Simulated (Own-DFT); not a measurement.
## Calculated data, SiGe3 (diamond-structure random alloy, atoms displaced)

All values are calculated (Own-DFT development build). A calculation, not a measurement: plane-wave PBEsol density functional theory by an unreviewed code, no spin, of a simulated periodic cell, stress positive in tension, free energy of the whole cell less one offset for each atom, forces on such cells passed a denser k mesh, this cell's mesh not checked; offsets are fitted by least squares, one for each functional and potential file, so energies compare only between cells with the same atoms and settings and are not formation energies; the far tail of each file's local potential was reset to the Coulomb form; each entry is a single point on an unrelaxed cell, so the pressure reflects the starting lattice, mostly measured values, from which strain is counted, and rises with the displacements; printed positions are rounded, which can move forces by about a meV/angstrom; the program is a retired in-house code; no spin-orbit coupling.

Common to all runs: functional PBEsol; potential files PseudoDojo norm-conserving, scalar-relativistic, made for PBE, standard set; wave cutoff 42 hartree; occupations Fermi-Dirac; smearing width 0.1 eV; hardware one NVIDIA H200; k mesh 3 x 3 x 3 centred on Gamma.

```json
{"entry": 1, "formula": "SiGe3", "kind": "diamond-structure random alloy, atoms displaced", "structure": {"cell_angstrom": [[11.2025, 0.0, 0.0], [0.0, 11.2025, 0.0], [0.0, 0.0, 11.2025]], "atoms_fractional": [["Ge", 0.99608, 0.99554, 0.99777], ["Ge", 0.00035, 0.25899, 0.2553], ["Si", 0.25817, 0.00302, 0.25821], ["Ge", 0.26751, 0.24927, 0.9952], ["Ge", 0.12688, 0.12412, 0.12329], ["Ge", 0.12572, 0.37685, 0.37985], ["Si", 0.3798, 0.12712, 0.38416], ["Ge", 0.375, 0.37664, 0.11951], ["Si", 0.00061, 0.99199, 0.49166], ["Ge", 0.00636, 0.24852, 0.76072], ["Ge", 0.24874, 0.99861, 0.75022], ["Ge", 0.25154, 0.26241, 0.49616], ["Ge", 0.1352, 0.12108, 0.63774], ["Si", 0.13339, 0.37977, 0.86979], ["Ge", 0.37453, 0.12352, 0.87984], ["Ge", 0.38414, 0.37559, 0.62366], ["Ge", 0.99971, 0.50476, 0.01102], ["Ge", 0.00192, 0.75111, 0.24915], ["Si", 0.25635, 0.50578, 0.24511], ["Si", 0.23909, 0.74078, 0.0064], ["Ge", 0.1181, 0.61617, 0.13052], ["Ge", 0.13226, 0.88116, 0.37664], ["Ge", 0.37434, 0.6249, 0.37626], ["Si", 0.3761, 0.88269, 0.11396], ["Ge", 0.99326, 0.49377, 0.48555], ["Ge", 0.99536, 0.74942, 0.74605], ["Si", 0.24989, 0.50164, 0.7524], ["Ge", 0.24181, 0.76149, 0.50183], ["Ge", 0.12565, 0.6215, 0.6229], ["Ge", 0.11937, 0.87162, 0.87207], ["Si", 0.36955, 0.62005, 0.88627], ["Ge", 0.37568, 0.87696, 0.63408], ["Ge", 0.50211, 0.0027, 0.99926], ["Ge", 0.50196, 0.25666, 0.25242], ["Ge", 0.75059, 0.99516, 0.25408], ["Si", 0.74297, 0.24221, 0.99928], ["Ge", 0.6157, 0.11876, 0.12941], ["Ge", 0.62201, 0.36974, 0.36229], ["Ge", 0.87548, 0.12891, 0.37357], ["Si", 0.87948, 0.38567, 0.12191], ["Ge", 0.49557, 0.00079, 0.50195], ["Ge", 0.50285, 0.25027, 0.75808], ["Ge", 0.74367, 0.00272, 0.74669], ["Ge", 0.75306, 0.25568, 0.49905], ["Ge", 0.61893, 0.11745, 0.61989], ["Ge", 0.61909, 0.37032, 0.87479], ["Ge", 0.87058, 0.12362, 0.87597], ["Ge", 0.87995, 0.38303, 0.62795], ["Ge", 0.49636, 0.50383, 0.00401], ["Ge", 0.49572, 0.74735, 0.2453], ["Ge", 0.75405, 0.50155, 0.25343], ["Ge", 0.74975, 0.74838, 0.00169], ["Ge", 0.63092, 0.62003, 0.11187], ["Si", 0.6165, 0.87507, 0.38129], ["Ge", 0.88872, 0.63304, 0.37363], ["Si", 0.87502, 0.86765, 0.11655], ["Si", 0.50511, 0.503, 0.50566], ["Si", 0.49114, 0.74666, 0.75809], ["Si", 0.76009, 0.50178, 0.75107], ["Ge", 0.75442, 0.75189, 0.50221], ["Ge", 0.62759, 0.62429, 0.61959], ["Ge", 0.61972, 0.86161, 0.87031], ["Ge", 0.87051, 0.62119, 0.87922], ["Ge", 0.87626, 0.88417, 0.63047]]}, "results": {"free_energy_of_cell_above_offsets [eV]": "1.670", "pressure [GPa]": 1.28, "stress_xx [GPa]": -1.34, "stress_yy [GPa]": -1.36, "stress_zz [GPa]": -1.15, "stress_yz [GPa]": -0.15, "stress_xz [GPa]": -0.68, "stress_xy [GPa]": -0.52, "force_element": ["Ge", "Ge", "Si", "Ge", "Ge", "Ge", "Si", "Ge", "Si", "Ge", "Ge", "Ge", "Ge", "Si", "Ge", "Ge", "Ge", "Ge", "Si", "Si", "Ge", "Ge", "Ge", "Si", "Ge", "Ge", "Si", "Ge", "Ge", "Ge", "Si", "Ge", "Ge", "Ge", "Ge", "Si", "Ge", "Ge", "Ge", "Si", "Ge", "Ge", "Ge", "Ge", "Ge", "Ge", "Ge", "Ge", "Ge", "Ge", "Ge", "Ge", "Ge", "Si", "Ge", "Si", "Si", "Si", "Si", "Ge", "Ge", "Ge", "Ge", "Ge"], "force_x [eV/angstrom]": [0.217, -0.029, 0.303, -2.678, 0.274, 0.795, -0.717, 0.116, -0.043, -0.216, 0.759, 0.571, -1.579, -0.349, 0.778, -0.516, 0.2, 0.614, -0.569, 0.763, 1.341, -0.752, -0.041, -1.12, 0.804, 0.064, 0.787, 1.288, -0.445, 0.604, -0.574, 0.06, -0.01, -1.823, -0.247, 0.422, 1.356, 1.283, 0.333, -1.354, -0.181, -0.751, -0.053, -0.613, 0.699, 1.649, -0.242, 0.036, 0.414, 0.537, 0.213, 0.066, -0.349, 0.681, -2.016, -0.046, -0.266, -0.115, -1.763, -0.196, 0.187, 0.567, 0.827, 0.044], "force_y [eV/angstrom]": [0.234, -0.449, 0.284, 0.678, 0.283, 0.611, 0.663, 0.23, 1.527, 0.323, -0.613, -1.683, 1.097, -0.22, -0.799, 0.524, -1.078, 1.155, -0.959, 1.088, 1.21, 0.149, 0.202, -1.151, 0.79, -0.594, 0.114, -1.444, -0.096, -0.513, 0.728, -0.55, -0.942, -1.789, -0.41, 0.914, 0.693, 1.898, -0.529, -1.942, -0.763, -1.147, -0.43, -0.358, 1.761, 1.28, 0.194, -1.038, -0.642, 0.649, 0.341, 0.326, 0.247, -0.592, -0.234, 0.676, -0.644, -1.195, -0.384, 0.65, 0.275, 1.307, 0.532, -0.444], "force_z [eV/angstrom]": [0.271, -1.333, -1.137, 0.417, 0.564, -1.78, -0.968, 1.356, 1.19, -0.63, 1.586, 1.228, -2.472, 1.368, -1.401, 0.685, -2.475, -0.616, 0.743, -0.366, 0.706, -1.216, 0.539, 1.274, 1.753, 0.252, -0.484, 0.689, -0.19, 0.414, -0.856, -0.512, -0.751, -1.041, -0.288, 0.795, 0.271, 2.419, 0.284, 0.66, -0.199, -1.47, 0.636, 0.409, 0.445, 0.626, 0.159, 0.122, -1.004, -0.438, -0.671, -0.797, 2.153, -0.739, 0.155, 1.249, -1.42, -0.705, 0.013, -0.295, 1.516, 0.446, -0.186, -0.956], "wall_time [s]": 595.5}}
{"entry": 2, "formula": "SiGe3", "kind": "diamond-structure random alloy, atoms displaced", "structure": {"cell_angstrom": [[11.2025, 0.0, 0.0], [0.0, 11.2025, 0.0], [0.0, 0.0, 11.2025]], "atoms_fractional": [["Ge", 0.00275, 0.00737, 0.99671], ["Si", 0.99852, 0.25717, 0.24419], ["Ge", 0.25056, 0.0142, 0.24887], ["Ge", 0.25291, 0.24945, 0.99398], ["Ge", 0.11176, 0.13074, 0.12528], ["Ge", 0.12638, 0.3767, 0.37177], ["Ge", 0.37683, 0.12464, 0.37869], ["Ge", 0.37838, 0.37318, 0.1296], ["Ge", 0.00271, 0.00453, 0.49885], ["Ge", 0.98857, 0.25273, 0.74931], ["Ge", 0.25483, 0.99479, 0.75117], ["Si", 0.24879, 0.25133, 0.50382], ["Ge", 0.13426, 0.12903, 0.63224], ["Ge", 0.12971, 0.376, 0.87163], ["Ge", 0.37731, 0.12834, 0.87024], ["Ge", 0.36788, 0.37162, 0.62489], ["Si", 0.01104, 0.50953, 0.00922], ["Ge", 0.00196, 0.74828, 0.24728], ["Si", 0.25046, 0.49543, 0.24584], ["Si", 0.24564, 0.7469, 0.99346], ["Ge", 0.12318, 0.6187, 0.1169], ["Ge", 0.12515, 0.87851, 0.38019], ["Ge", 0.37322, 0.62575, 0.37251], ["Ge", 0.37115, 0.87264, 0.12083], ["Si", 0.9945, 0.49878, 0.49691], ["Si", 0.99214, 0.75956, 0.74381], ["Ge", 0.247, 0.50282, 0.7609], ["Ge", 0.24971, 0.74228, 0.49617], ["Ge", 0.12688, 0.62256, 0.62292], ["Si", 0.12821, 0.8802, 0.87568], ["Ge", 0.37687, 0.61933, 0.86806], ["Si", 0.37077, 0.88004, 0.62028], ["Ge", 0.51448, 0.00254, 0.00462], ["Ge", 0.49866, 0.25857, 0.24012], ["Ge", 0.74828, 0.99947, 0.25624], ["Ge", 0.75367, 0.24956, 0.00022], ["Ge", 0.61967, 0.1326, 0.13036], ["Ge", 0.62508, 0.37859, 0.38169], ["Si", 0.87566, 0.13077, 0.37146], ["Si", 0.87201, 0.37601, 0.12325], ["Ge", 0.49645, 0.9943, 0.4931], ["Ge", 0.50192, 0.25632, 0.75131], ["Ge", 0.7546, 0.0046, 0.74938], ["Ge", 0.75507, 0.24827, 0.49183], ["Si", 0.62226, 0.12217, 0.62025], ["Ge", 0.62102, 0.37416, 0.86506], ["Ge", 0.87059, 0.12975, 0.87801], ["Ge", 0.86984, 0.36711, 0.62388], ["Si", 0.51049, 0.49863, 0.99436], ["Ge", 0.49638, 0.75055, 0.25574], ["Ge", 0.75564, 0.50052, 0.25722], ["Ge", 0.74629, 0.75784, 0.99308], ["Si", 0.63538, 0.6212, 0.11778], ["Ge", 0.62571, 0.87875, 0.38572], ["Ge", 0.86223, 0.61825, 0.38208], ["Ge", 0.86765, 0.87713, 0.12615], ["Ge", 0.49232, 0.49841, 0.50684], ["Si", 0.51005, 0.75222, 0.75172], ["Si", 0.741, 0.50302, 0.74757], ["Ge", 0.74504, 0.74888, 0.496], ["Ge", 0.61967, 0.63049, 0.62066], ["Ge", 0.62659, 0.88457, 0.87707], ["Ge", 0.88006, 0.62853, 0.87618], ["Ge", 0.87013, 0.86654, 0.61468]]}, "results": {"free_energy_of_cell_above_offsets [eV]": "1.350", "pressure [GPa]": 1.23, "stress_xx [GPa]": -1.18, "stress_yy [GPa]": -1.3, "stress_zz [GPa]": -1.2, "stress_yz [GPa]": -0.8, "stress_xz [GPa]": -0.45, "stress_xy [GPa]": 0.02, "force_element": ["Ge", "Si", "Ge", "Ge", "Ge", "Ge", "Ge", "Ge", "Ge", "Ge", "Ge", "Si", "Ge", "Ge", "Ge", "Ge", "Si", "Ge", "Si", "Si", "Ge", "Ge", "Ge", "Ge", "Si", "Si", "Ge", "Ge", "Ge", "Si", "Ge", "Si", "Ge", "Ge", "Ge", "Ge", "Ge", "Ge", "Si", "Si", "Ge", "Ge", "Ge", "Ge", "Si", "Ge", "Ge", "Ge", "Si", "Ge", "Ge", "Ge", "Si", "Ge", "Ge", "Ge", "Ge", "Si", "Si", "Ge", "Ge", "Ge", "Ge", "Ge"], "force_x [eV/angstrom]": [-0.641, -0.719, -0.541, -0.375, 1.433, -0.343, -0.074, -0.89, -0.528, 1.563, -0.017, -0.021, -1.098, -1.632, 0.684, -0.072, -2.742, -0.512, 0.077, 0.423, 2.172, 0.388, -0.098, 0.043, 0.381, 1.437, 0.09, 0.035, -1.174, -0.793, 1.188, 0.759, -2.151, 0.528, 0.029, -1.124, 1.509, -0.418, 0.864, 0.964, -0.225, -0.57, -0.547, -1.07, 0.184, 1.338, 0.761, -0.285, -0.83, 1.132, -1.274, 0.501, -0.783, -0.102, 2.231, 0.87, 0.068, -1.506, 1.118, -0.181, 0.209, 0.081, -0.184, 0.462], "force_y [eV/angstrom]": [-1.07, 0.003, -1.202, -0.028, 0.387, -0.145, 1.336, 1.498, 0.427, -0.289, 0.376, -0.231, -0.164, -0.19, -0.817, 0.491, -2.852, 0.016, 0.693, 0.067, 1.966, -0.244, -1.137, 0.424, -0.334, -0.736, -0.334, 1.171, 0.149, -0.798, 1.374, -1.603, 0.184, -0.736, 0.859, 0.825, -0.54, -0.099, -0.464, 0.783, 0.937, -1.469, -0.324, -0.619, 0.388, 0.683, -0.583, 1.864, 0.173, -0.045, -0.866, -0.912, 0.415, -0.701, 1.11, -0.051, 0.259, 0.808, 0.11, -0.343, -0.523, -0.547, -0.328, 1.545], "force_z [eV/angstrom]": [0.047, 0.64, -0.292, 0.908, -0.088, 0.259, -0.497, -2.119, 0.375, 0.439, 0.08, -0.807, -0.14, 1.055, 0.584, 0.764, -2.453, 0.609, 0.134, -0.087, 2.191, -1.064, -0.229, 0.097, 0.7, 0.635, -2.111, 0.619, 0.486, -0.341, 1.199, 0.3, -0.149, 2.768, -0.071, 0.306, -0.09, -0.686, -0.538, 0.098, 1.724, -1.671, -0.904, 0.696, 0.098, 1.344, -0.395, -0.281, 0.792, -1.178, -1.759, 0.639, 0.679, -1.728, -0.264, -0.359, -0.59, -0.276, -0.206, 0.349, 0.671, -1.167, -0.349, 0.604], "wall_time [s]": 607.4}}
{"entry": 3, "formula": "SiGe3", "kind": "diamond-structure random alloy, atoms displaced", "structure": {"cell_angstrom": [[11.2025, 0.0, 0.0], [0.0, 11.2025, 0.0], [0.0, 0.0, 11.2025]], "atoms_fractional": [["Ge", 0.99729, 0.99344, 0.00486], ["Si", 0.00243, 0.24197, 0.25361], ["Ge", 0.24602, 0.01115, 0.24613], ["Ge", 0.24416, 0.2446, 0.99962], ["Ge", 0.12515, 0.11395, 0.12641], ["Si", 0.12728, 0.37769, 0.37417], ["Ge", 0.36972, 0.1316, 0.37768], ["Si", 0.3784, 0.37544, 0.12591], ["Ge", 0.9974, 0.0042, 0.5005], ["Ge", 0.00208, 0.24632, 0.74767], ["Ge", 0.25065, 0.99855, 0.75138], ["Ge", 0.25393, 0.24525, 0.50246], ["Ge", 0.11998, 0.12393, 0.63049], ["Ge", 0.12738, 0.35929, 0.86763], ["Ge", 0.36987, 0.12545, 0.8695], ["Ge", 0.37369, 0.37396, 0.63272], ["Ge", 0.99953, 0.50931, 0.99673], ["Ge", 0.99093, 0.7515, 0.24283], ["Si", 0.25, 0.49856, 0.25091], ["Ge", 0.25017, 0.75439, 0.0002], ["Ge", 0.13121, 0.62897, 0.13211], ["Si", 0.1257, 0.86602, 0.37286], ["Ge", 0.37345, 0.62119, 0.37738], ["Ge", 0.38388, 0.86961, 0.12655], ["Ge", 0.00736, 0.50328, 0.50948], ["Ge", 0.99223, 0.7446, 0.7482], ["Ge", 0.24919, 0.49118, 0.74362], ["Ge", 0.24849, 0.75281, 0.50139], ["Ge", 0.12954, 0.63434, 0.61648], ["Si", 0.12876, 0.86967, 0.86831], ["Ge", 0.38063, 0.62891, 0.87889], ["Ge", 0.38158, 0.88211, 0.63671], ["Si", 0.49869, 0.00665, 0.0047], ["Ge", 0.50218, 0.23567, 0.25335], ["Ge", 0.74529, 0.99783, 0.25308], ["Ge", 0.74749, 0.25317, 0.00708], ["Si", 0.62433, 0.11715, 0.1275], ["Ge", 0.6311, 0.37503, 0.37839], ["Si", 0.8757, 0.12137, 0.36672], ["Ge", 0.87222, 0.37667, 0.11721], ["Ge", 0.49842, 0.99782, 0.50626], ["Ge", 0.4973, 0.25296, 0.7451], ["Si", 0.74907, 0.99492, 0.74653], ["Ge", 0.75481, 0.25785, 0.49909], ["Si", 0.62406, 0.12321, 0.62699], ["Ge", 0.62858, 0.37434, 0.88085], ["Ge", 0.87753, 0.12301, 0.87304], ["Si", 0.86897, 0.359, 0.63148], ["Ge", 0.50202, 0.50109, 0.9979], ["Ge", 0.50384, 0.74979, 0.25651], ["Ge", 0.74343, 0.48878, 0.24894], ["Ge", 0.74931, 0.74512, 0.99694], ["Si", 0.62998, 0.63724, 0.12108], ["Si", 0.62637, 0.87262, 0.3777], ["Ge", 0.87249, 0.62159, 0.37459], ["Ge", 0.87755, 0.86863, 0.11948], ["Ge", 0.49591, 0.50964, 0.50461], ["Ge", 0.49355, 0.74706, 0.74761], ["Si", 0.74846, 0.51138, 0.7433], ["Ge", 0.74772, 0.75478, 0.49741], ["Si", 0.62471, 0.63181, 0.62497], ["Ge", 0.62401, 0.87921, 0.87025], ["Ge", 0.88125, 0.62956, 0.86883], ["Ge", 0.87196, 0.88224, 0.62205]]}, "results": {"free_energy_of_cell_above_offsets [eV]": "1.419", "pressure [GPa]": 1.28, "stress_xx [GPa]": -1.41, "stress_yy [GPa]": -1.02, "stress_zz [GPa]": -1.41, "stress_yz [GPa]": 1.0, "stress_xz [GPa]": -0.16, "stress_xy [GPa]": -0.07, "force_element": ["Ge", "Si", "Ge", "Ge", "Ge", "Si", "Ge", "Si", "Ge", "Ge", "Ge", "Ge", "Ge", "Ge", "Ge", "Ge", "Ge", "Ge", "Si", "Ge", "Ge", "Si", "Ge", "Ge", "Ge", "Ge", "Ge", "Ge", "Ge", "Si", "Ge", "Ge", "Si", "Ge", "Ge", "Ge", "Si", "Ge", "Si", "Ge", "Ge", "Ge", "Si", "Ge", "Si", "Ge", "Ge", "Si", "Ge", "Ge", "Ge", "Ge", "Si", "Si", "Ge", "Ge", "Ge", "Ge", "Si", "Ge", "Si", "Ge", "Ge", "Ge"], "force_x [eV/angstrom]": [0.844, 0.045, 1.428, 0.893, -1.421, -0.244, 0.592, -0.324, 0.541, -1.1, -0.872, -1.269, 0.971, -0.41, 0.877, 0.447, 1.003, 1.167, 0.383, 0.156, -0.386, -0.588, -0.496, -0.63, -1.226, 1.713, -0.559, 1.391, -0.43, -0.943, -1.314, -1.01, 0.037, 0.259, 0.491, -0.06, 0.16, -1.984, -0.201, 1.332, 0.585, 1.145, -0.155, -0.278, 0.557, -0.149, -0.796, 0.808, 0.249, 0.251, 0.593, 0.31, -0.854, -0.664, 0.018, -1.611, 0.897, 1.315, 0.32, 0.271, -0.05, -0.435, -1.709, 0.121], "force_y [eV/angstrom]": [0.104, 1.028, -2.634, 0.235, 1.754, -0.563, -1.619, -0.315, -0.595, -0.016, -0.041, 1.336, -0.439, 2.008, 0.148, 0.089, -1.145, -0.709, -0.577, -0.159, -0.294, 1.371, 0.489, 1.269, -1.316, 1.858, 1.749, 1.106, -1.045, 0.195, -0.968, -0.727, -0.628, 1.617, -0.478, -1.55, 0.505, -0.103, 0.584, -0.043, 0.545, -0.715, 1.158, -2.22, 0.32, 0.602, -0.331, 2.641, 0.263, -0.336, 1.851, 0.966, -1.942, 0.675, -0.383, 0.659, -1.256, 0.098, -1.467, -0.582, -0.012, -0.106, -1.23, -0.679], "force_z [eV/angstrom]": [-1.543, -0.618, 1.576, 0.755, -0.827, 0.254, -0.051, 0.13, -1.033, 0.326, 0.153, 0.481, -1.027, 0.804, 0.959, -1.867, 0.046, 1.536, -0.112, -0.105, -0.53, -0.341, -0.525, 0.021, -0.83, -1.153, 1.236, -0.56, 1.79, 0.553, -0.338, -1.261, -0.844, -0.416, -0.404, -0.563, -0.357, 0.228, 0.876, 1.22, -1.039, 0.967, 0.296, -0.236, -0.229, -1.375, 0.368, 0.27, 1.061, -0.223, -0.884, -0.831, 1.034, 0.156, 0.033, 0.192, 0.345, 0.446, 0.487, 0.296, -0.287, 0.677, 0.672, 0.166], "wall_time [s]": 611.0}}
{"entry": 4, "formula": "SiGe3", "kind": "diamond-structure random alloy, atoms displaced", "structure": {"cell_angstrom": [[11.2025, 0.0, 0.0], [0.0, 11.2025, 0.0], [0.0, 0.0, 11.2025]], "atoms_fractional": [["Ge", 0.00455, 0.00883, 0.00211], ["Ge", 0.00142, 0.24292, 0.25367], ["Ge", 0.24753, 0.00816, 0.25591], ["Si", 0.26172, 0.24822, 0.00138], ["Ge", 0.1248, 0.12999, 0.12426], ["Si", 0.1239, 0.37825, 0.37795], ["Ge", 0.37878, 0.13562, 0.36804], ["Si", 0.3711, 0.36753, 0.14308], ["Ge", 0.99104, 0.00395, 0.49576], ["Ge", 0.00342, 0.24525, 0.7493], ["Ge", 0.25496, 0.00187, 0.74152], ["Si", 0.23916, 0.2498, 0.50223], ["Si", 0.12239, 0.12855, 0.62779], ["Ge", 0.12875, 0.36624, 0.87051], ["Ge", 0.37444, 0.12155, 0.88082], ["Si", 0.37475, 0.37126, 0.62358], ["Ge", 0.0018, 0.50133, 0.99082], ["Ge", 0.00786, 0.7519, 0.2543], ["Si", 0.25416, 0.50098, 0.24662], ["Ge", 0.24356, 0.75441, 0.99098], ["Ge", 0.12944, 0.62183, 0.12461], ["Si", 0.12626, 0.87469, 0.36306], ["Si", 0.37431, 0.62911, 0.36106], ["Ge", 0.36927, 0.87655, 0.13135], ["Ge", 0.997, 0.49848, 0.49592], ["Ge", 0.9975, 0.74466, 0.74811], ["Si", 0.2523, 0.5038, 0.74723], ["Si", 0.2522, 0.7465, 0.4926], ["Ge", 0.1246, 0.62832, 0.62714], ["Ge", 0.11784, 0.88458, 0.87156], ["Ge", 0.3757, 0.6284, 0.87196], ["Ge", 0.38428, 0.88331, 0.61709], ["Ge", 0.49767, 0.01283, 0.0026], ["Ge", 0.49461, 0.24363, 0.25091], ["Ge", 0.75152, 0.00176, 0.24127], ["Ge", 0.7623, 0.2546, 0.00103], ["Ge", 0.62936, 0.12247, 0.13023], ["Ge", 0.61957, 0.36942, 0.3819], ["Ge", 0.86885, 0.1181, 0.37955], ["Ge", 0.87351, 0.37938, 0.12345], ["Ge", 0.50214, 0.01509, 0.49397], ["Si", 0.4953, 0.25218, 0.73648], ["Ge", 0.74431, 0.99609, 0.75104], ["Si", 0.74615, 0.25094, 0.50727], ["Ge", 0.62303, 0.13628, 0.6274], ["Ge", 0.6239, 0.36653, 0.88387], ["Ge", 0.87563, 0.12676, 0.87489], ["Ge", 0.87828, 0.37737, 0.61627], ["Ge", 0.49314, 0.50535, 0.00592], ["Ge", 0.4998, 0.75406, 0.23371], ["Ge", 0.75919, 0.5049, 0.2456], ["Ge", 0.75208, 0.74627, 0.0053], ["Si", 0.62088, 0.62955, 0.12674], ["Ge", 0.62766, 0.87118, 0.38058], ["Ge", 0.87344, 0.63007, 0.37658], ["Ge", 0.87255, 0.87218, 0.1263], ["Si", 0.50479, 0.50383, 0.4924], ["Ge", 0.50096, 0.75267, 0.732], ["Si", 0.74678, 0.49407, 0.7573], ["Ge", 0.75041, 0.75383, 0.5016], ["Ge", 0.62632, 0.62956, 0.6314], ["Ge", 0.63065, 0.87152, 0.8751], ["Ge", 0.86424, 0.63, 0.86981], ["Ge", 0.86833, 0.86748, 0.62747]]}, "results": {"stress_zz [GPa]": null}}
```

Question: Give the missing stress zz for SiGe3 (diamond-structure random alloy, atoms displaced) (entry 4).
Answer: -1.06 GPa

Further results for SiGe3 (diamond-structure random alloy, atoms displaced) (entry 4):

- free energy of cell above offsets: 1.183 eV
- pressure: 1.22 GPa
- stress xx: -1.32 GPa
- stress yy: -1.27 GPa
- stress yz: -0.28 GPa
- stress xz: -0.19 GPa
- stress xy: 1.02 GPa
- wall time: 606.8 s

Force:
```
element  x (eV/Å)  y (eV/Å)  z (eV/Å)
     Ge    -1.015    -0.774     0.042
     Ge    -0.567     1.237     0.406
     Ge     0.089    -0.408    -0.458
     Si     -0.98     0.721     0.506
     Ge     1.053     0.219    -0.156
     Si     0.473    -0.209    -0.725
     Ge    -2.267    -1.039     2.133
     Si     0.062     0.764    -1.985
     Ge     1.687     -1.56     1.127
     Ge    -0.692     0.564    -0.344
     Ge    -0.642     0.014     0.495
     Si     0.912     0.465    -0.135
     Si     0.216    -0.892    -1.008
     Ge     0.849     0.879     0.443
     Ge     0.022     1.098    -1.812
     Si    -0.594     1.286    -0.993
     Ge    -0.152    -0.072     0.197
     Ge    -0.841    -0.608    -0.911
     Si    -0.719    -0.403     0.981
     Ge     0.392     0.099     0.611
     Ge    -0.275     0.083    -0.468
     Si     0.408     0.661     2.227
     Si     0.553    -0.404     0.818
     Ge    -0.506     1.013    -1.474
     Ge     0.742      0.86    -0.082
     Ge    -0.086      0.93      0.48
     Si     0.111    -0.877     0.048
     Si    -0.097     0.811    -0.145
     Ge     0.633     -0.66    -0.905
     Ge     0.379    -0.444    -0.607
     Ge    -0.165     0.186    -0.532
     Ge    -1.067    -0.348    -0.929
     Ge     0.848    -2.161     0.401
     Ge     2.167     1.382    -0.857
     Ge    -0.036    -1.128     1.669
     Ge    -1.266    -0.869     0.269
     Ge    -0.364     1.341    -1.147
     Ge     0.873     0.409    -0.793
     Ge    -0.813     1.536    -0.641
     Ge     1.671    -0.054     0.249
     Ge     0.476     -0.61    -0.046
     Si    -0.174     0.123     2.303
     Ge     0.478     0.852    -0.233
     Si     0.621     0.074    -0.917
     Ge     0.418     -1.14     0.031
     Ge    -0.844     0.601    -0.927
     Ge    -0.061    -0.551    -0.355
     Ge    -0.811    -0.446     1.506
     Ge     0.256     -0.94     0.393
     Ge     0.225    -0.067     2.047
     Ge    -1.841    -0.041     0.616
     Ge    -0.743     0.155      -0.1
     Si     0.868    -1.037    -0.465
     Ge    -0.759     0.965    -1.341
     Ge     0.453     0.012    -0.085
     Ge     1.291     0.275     -0.28
     Si     -1.17     0.342     0.759
     Ge    -0.382     0.543     2.302
     Si    -0.104    -0.039      -0.7
     Ge    -0.341    -1.064     0.065
     Ge     0.816    -1.934    -1.268
     Ge    -1.431     0.038     0.535
     Ge      0.76    -1.059     0.199
     Ge     1.003       1.3    -0.029
```
